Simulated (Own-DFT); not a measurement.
# Which defects push the lattice out? grey tin

Everything here is calculated. The program is Own-DFT (plane waves, in-house, since retired, never reviewed by a person); positions were held fixed, and spin and spin-orbit coupling were off.

All runs used: PBE; PseudoDojo norm-conserving scalar-relativistic files; cutoff 42 hartree; 3 x 3 x 3 k mesh centred on Gamma; cold (Marzari-Vanderbilt) smearing of 0.2 eV.

Keep in mind (not all hold for every row): not probed for a lower state with spin; forces on such cells moved up to 12 meV/angstrom on a denser k mesh; stress not checked against mesh or cutoff.

All runs share one cell, with vectors in Å (12.978, 0.000, 0.000); (0.000, 12.978, 0.000); (0.000, 0.000, 12.978) and a volume of 2185.9 Å³. u is the rms random offset of the atoms per axis. The defect's site can differ from row to row.

```
cell,formula,u (Å),P (GPa)
no defect,Sn64,0.0201,3.38
no defect,Sn64,0.0210,3.38
no defect,Sn64,0.0513,3.63
one Sn vacancy,Sn63,0.0313,3.24
one Sn vacancy,Sn63,0.0328,3.23
one Sn vacancy,Sn63,0.0502,3.44
one Sn vacancy,Sn63,0.0509,?
two Sn vacancies,Sn62,0.0290,3.12
two Sn vacancies,Sn62,0.0461,3.25
two Sn vacancies,Sn62,0.0538,3.35
```

## Worked fit

P = P0 + c u² + a shift for each defect gives P0 = 3.33 GPa, c = 117 ± 5 GPa/Å² and a scatter of 0.01 GPa. The shifts, and each times the cell's volume:

- one Sn vacancy: -0.21 ± 0.01 GPa, -2.9 eV
- two Sn vacancies: -0.32 ± 0.01 GPa, -4.3 eV (-2.2 eV for each of its 2 sites)

Against the defect-free cell, a freed cell would be larger where the shift is positive and smaller where it is negative (160.2 GPa Å³ is 1 eV). The atoms around the defects weren't relaxed, which would change these numbers.

## Prediction

Q: what pressure belongs in the blank (one Sn vacancy, u = 0.0509 Å)?

Estimate: 3.42 ± 0.02 GPa. The hidden result is 3.49 GPa. That is outside the usual scatter, by luck or through something left out of the fit.
